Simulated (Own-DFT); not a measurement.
# One host, several defects: zincblende GaAs

Source: density functional calculations with Own-DFT, an unreviewed in-house program that is no longer used. Nothing was measured or relaxed, and spin and spin-orbit coupling are left out.

Common settings: PBE; PseudoDojo norm-conserving scalar-relativistic files; cutoff 42 hartree; 3 x 3 x 3 k mesh centred on Gamma; Fermi-Dirac smearing of 0.1 eV.

Known weak points (not all hold for every row): not probed for a lower state with spin; forces not confirmed at this smearing and k mesh; stress not checked against mesh or cutoff.

All runs share one cell, with vectors in Å (11.737, 0.000, 0.000); (0.000, 11.737, 0.000); (0.000, 0.000, 10.833) and a volume of 1492.4 Å³, strained against the parent crystal. u is the rms random offset of the atoms per axis. The defect's site can differ from row to row.

| cell | formula | u (Å) | P (GPa) |
|---|---|---|---|
| no defect | As32Ga32 | 0.0290 | 1.27 |
| no defect | As32Ga32 | 0.0478 | 1.47 |
| no defect | As32Ga32 | 0.0496 | 1.60 |
| one P on an As site | As31Ga32P | 0.0299 | 1.01 |
| one P on an As site | As31Ga32P | 0.0300 | 1.01 |
| one P on an As site | As31Ga32P | 0.0335 | 1.06 |
| one As vacancy and one Ga vacancy | As31Ga31 | 0.0292 | 0.95 |
| one As vacancy and one Ga vacancy | As31Ga31 | 0.0299 | 0.86 |
| one As vacancy and one Ga vacancy | As31Ga31 | 0.0506 | 1.17 |
| one In on a Ga site | As32Ga31In | 0.0464 | 2.04 |
| one In on a Ga site | As32Ga31In | 0.0472 | ? |
| one In on a Ga site | As32Ga31In | 0.0517 | 2.23 |
| one In on a Ga site | As32Ga31In | 0.0527 | 2.19 |
| one Al on a Ga site | AlAs32Ga31 | 0.0305 | 1.24 |
| one Al on a Ga site | AlAs32Ga31 | 0.0312 | 1.27 |
| one Al on a Ga site | AlAs32Ga31 | 0.0508 | 1.52 |

## Working it out

P = P0 + c u² + a shift for each defect gives P0 = 1.13 GPa, c = 171 ± 18 GPa/Å² and a scatter of 0.04 GPa. The shifts, and each times the cell's volume:

- one In on a Ga site: 0.59 ± 0.04 GPa, 5.5 eV
- one Al on a Ga site: -0.04 ± 0.03 GPa, -0.4 eV (not resolved)
- one P on an As site: -0.27 ± 0.04 GPa, -2.5 eV
- one As vacancy and one Ga vacancy: -0.38 ± 0.03 GPa, -3.5 eV

A positive shift means that the defect pushes the cell outwards. Shift times volume (160.2 GPa Å³ is 1 eV) depends little on the cell's size, so, taken for each site, it can be compared between cells at like pressure. The atoms around the defects weren't relaxed, which would change these numbers.

## The run left out

Question: what pressure belongs in the blank (one In on a Ga site, u = 0.0472 Å)?

Estimate: 2.10 ± 0.05 GPa. DFT gave 2.18 GPa.
